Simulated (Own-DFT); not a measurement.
# Reading a pressure off an energy slope: monoclinic HfO2, 94 atoms (Hf32O62), with two O vacancies

All values are computed. Each geometry was run twice at fixed positions with Own-DFT, a retired in-house plane-wave program that no person has reviewed: with PBE, and with HSE06 (exact exchange share 0.25 at short range, screening 0.11 per bohr, Gygi-Baldereschi treatment of its divergence). Both used PseudoDojo norm-conserving files made for PBE, a cutoff of 48 hartree, the Gamma point alone, fixed occupations, a neutral cell and no spin. One k point on a cell 10.1 Å thick isn't converged, and results move with the size of the cell. The hafnium file keeps the 4f electrons in the core, and its forces lie about 75 meV/Å off all-electron values. The oxygen file's force components were 24 meV/Å off all-electron values in a glass.

Unstrained cell vectors in Å: (10.234, 0.000, 0.000); (0.000, 10.350, 0.000); (-1.696, 0.000, 10.445), volume V0 = 1106.4 Å³, from measured lattice constants. Each geometry has its own random strain of a few per cent, its own defect sites and random moves of rms u per axis. HSE06 gave the energy alone. D is its energy less that of PBE, over the lowest D shown. The PBE stress wasn't checked against mesh or cutoff.

| run | V - V0 (Å³) | u (Å) | P with PBE (GPa) | D (eV) |
|---|---|---|---|---|
| 1 | -8.6 | 0.0310 | 6.30 | 1.115 |
| 2 | -52.4 | 0.0295 | 17.99 | 0.000 |
| 3 | 10.2 | 0.0296 | 1.51 | 1.493 |
| 4 | -36.6 | 0.0541 | 14.56 | 0.706 |
| 5 | -46.2 | 0.0498 | 17.41 | 0.367 |
| 6 | -36.8 | 0.0295 | 13.76 | 0.358 |
| 7 | -26.9 | 0.0288 | 10.56 | 0.505 |
| 8 | -18.3 | 0.0295 | 7.51 | 0.837 |
| 9 | -14.8 | 0.0486 | 8.23 | 1.120 |
| 10 | -11.3 | 0.0498 | 7.41 | 1.177 |
| 11 | -13.6 | 0.0277 | 6.84 | 0.963 |
| 12 | -14.5 | 0.0484 | 9.39 | 1.075 |
| 13 | -35.4 | 0.0267 | 12.24 | ? |

## Worked fit

D = 1.13 + 0.0241 (V - V0) + 141 u² eV, with an error of 0.0008 on the volume slope, 17 on the last term and a scatter of 0.05 eV. Pressure is -dE/dV, and 1 eV/Å³ is 160.2 GPa, so HSE06 changes the pressure by -3.9 ± 0.1 GPa. With the ions held to the strained lattice, the PBE pressure falls by 296 ± 11 GPa per unit of volume strain; the shape of the strain isn't fitted, so the true error is larger, and a relaxed crystal would be softer. On that slope HSE06's volume at a given pressure is about 1.3 % smaller, or 0.4 % in lengths. At u = 0 and V0 the PBE pressure is 3.0 GPa, which puts the zero-pressure volume, against the measured cell and with the defects in, at +1.0 % for PBE and -0.3 % for HSE06, each good to a few tenths of a per cent.

## Withheld run

Q: what D should run 13 give?

The fit gives 0.38 eV, with rows scattering by 0.05. The hidden result is 0.353 eV.
